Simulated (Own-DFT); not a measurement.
# Point defects and the pressure they add: 4H SiC

No measurement is shown. These are fixed-geometry runs of a retired plane-wave code named Own-DFT, which no person has reviewed; spin and spin-orbit coupling are neglected.

Common settings: PBE; PseudoDojo norm-conserving scalar-relativistic files; cutoff 42 hartree; 4 x 4 x 3 k mesh centred on Gamma; Fermi-Dirac smearing of 0.1 eV.

Known weak points (not all hold for every row): some atoms lie very close together; not probed for a lower state with spin; forces on such cells failed a check on a denser k mesh; forces on such cells passed a denser k mesh, each cell not checked; stress not checked against mesh or cutoff.

All runs share one cell, with vectors in Å (9.248, 0.000, 0.000); (-4.624, 8.009, 0.000); (0.000, 0.000, 10.068) and a volume of 745.7 Å³. u is the rms random offset of the atoms per axis. The defect's site can differ from row to row.

| cell | formula | u (Å) | P (GPa) |
|---|---|---|---|
| no defect | C36Si36 | 0.0291 | 3.81 |
| no defect | C36Si36 | 0.0313 | 3.67 |
| no defect | C36Si36 | 0.0577 | 6.32 |
| two Al on a Si site each | Al2C36Si34 | 0.0304 | 5.75 |
| two Al on a Si site each | Al2C36Si34 | 0.0312 | 5.73 |
| two Al on a Si site each | Al2C36Si34 | 0.0478 | 7.05 |
| two N on a C site each | C34N2Si36 | 0.0299 | 2.69 |
| two N on a C site each | C34N2Si36 | 0.0503 | 4.30 |
| two N on a C site each | C34N2Si36 | 0.0520 | 4.59 |
| one C on a Si site and one Si on a C site | C36Si36 | 0.0296 | 7.13 |
| one C on a Si site and one Si on a C site | C36Si36 | 0.0301 | 7.43 |
| one C on a Si site and one Si on a C site | C36Si36 | 0.0455 | 8.44 |
| one C on a Si site and one Si on a C site | C36Si36 | 0.0463 | ? |
| one C vacancy | C35Si36 | 0.0304 | 3.48 |
| one C vacancy | C35Si36 | 0.0491 | 4.89 |
| one C vacancy | C35Si36 | 0.0511 | 4.85 |

## Fit

P = P0 + c u² + a shift for each defect gives P0 = 2.88 GPa, c = 1003 ± 43 GPa/Å² and a scatter of 0.13 GPa. The shifts, and each times the cell's volume:

- one C on a Si site and one Si on a C site: 3.50 ± 0.11 GPa, 16.3 eV
- two Al on a Si site each: 1.90 ± 0.11 GPa, 8.8 eV (4.4 eV for each of its 2 sites)
- one C vacancy: -0.46 ± 0.11 GPa, -2.1 eV
- two N on a C site each: -1.07 ± 0.11 GPa, -5.0 eV (-2.5 eV for each of its 2 sites)

A positive shift means that the defect pushes the cell outwards. Shift times volume (160.2 GPa Å³ is 1 eV) depends little on the cell's size, so, taken for each site, it can be compared between cells at like pressure. The atoms around the defects weren't relaxed, which would change these numbers.

## Prediction

Q: what pressure belongs in the blank (one C on a Si site and one Si on a C site, u = 0.0463 Å)?

The fitted form gives 8.53 ± 0.16 GPa. Computed: 8.41 GPa.
